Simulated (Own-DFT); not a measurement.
# One host, several defects: zincblende GaAs

Calculated, not measured: single-point runs of Own-DFT, a retired in-house plane-wave DFT program that no person has reviewed, on unrelaxed cells, without spin or spin-orbit coupling.

Method: PBE; PseudoDojo norm-conserving scalar-relativistic files; cutoff 42 hartree; 3 x 3 x 3 k mesh centred on Gamma; Fermi-Dirac smearing of 0.1 eV.

Limits (not all hold for every row): not probed for a lower state with spin; forces on such cells failed a check on a denser k mesh; forces not confirmed at this smearing and k mesh; forces on such cells passed a denser k mesh, each cell not checked; stress not checked against mesh or cutoff.

All runs share one cell, with vectors in Å (11.307, 0.000, 0.000); (0.000, 11.307, 0.000); (0.000, 0.000, 11.307) and a volume of 1445.4 Å³. u is the rms random offset of the atoms per axis. The defect's site can differ from row to row.

```
cell,formula,u (Å),P (GPa)
no defect,As32Ga32,0.0184,3.51
no defect,As32Ga32,0.0211,3.53
no defect,As32Ga32,0.0457,3.85
one As on a Ga site and one Ga on an As site,As32Ga32,0.0299,3.91
one As on a Ga site and one Ga on an As site,As32Ga32,0.0309,3.92
one As on a Ga site and one Ga on an As site,As32Ga32,0.0496,?
one As on a Ga site and one Ga on an As site,As32Ga32,0.0498,4.26
one In on a Ga site,As32Ga31In,0.0304,4.25
one In on a Ga site,As32Ga31In,0.0491,4.68
one In on a Ga site,As32Ga31In,0.0514,4.64
two As vacancies,As30Ga32,0.0298,3.25
two As vacancies,As30Ga32,0.0488,3.38
two As vacancies,As30Ga32,0.0502,3.59
two Ga vacancies,As32Ga30,0.0295,2.95
two Ga vacancies,As32Ga30,0.0299,3.00
two Ga vacancies,As32Ga30,0.0309,3.12
```

## Fit

P = P0 + c u² + a shift for each defect gives P0 = 3.43 GPa, c = 208 ± 26 GPa/Å² and a scatter of 0.07 GPa. The shifts, and each times the cell's volume:

- one In on a Ga site: 0.68 ± 0.06 GPa, 6.1 eV
- one As on a Ga site and one Ga on an As site: 0.30 ± 0.06 GPa, 2.7 eV
- two As vacancies: -0.42 ± 0.06 GPa, -3.8 eV (-1.9 eV for each of its 2 sites)
- two Ga vacancies: -0.60 ± 0.06 GPa, -5.4 eV (-2.7 eV for each of its 2 sites)

Positive is outwards. The product with the volume (160.2 GPa Å³ to the eV) is nearly free of the cell's size; divided by the bulk modulus at the cell's pressure it gives the volume that the defect adds. The atoms around the defects weren't relaxed, which would change these numbers.

## Check

Q: what pressure belongs in the blank (one As on a Ga site and one Ga on an As site, u = 0.0496 Å)?

The fit gives 4.24 ± 0.08 GPa. The calculation gave 4.34 GPa.
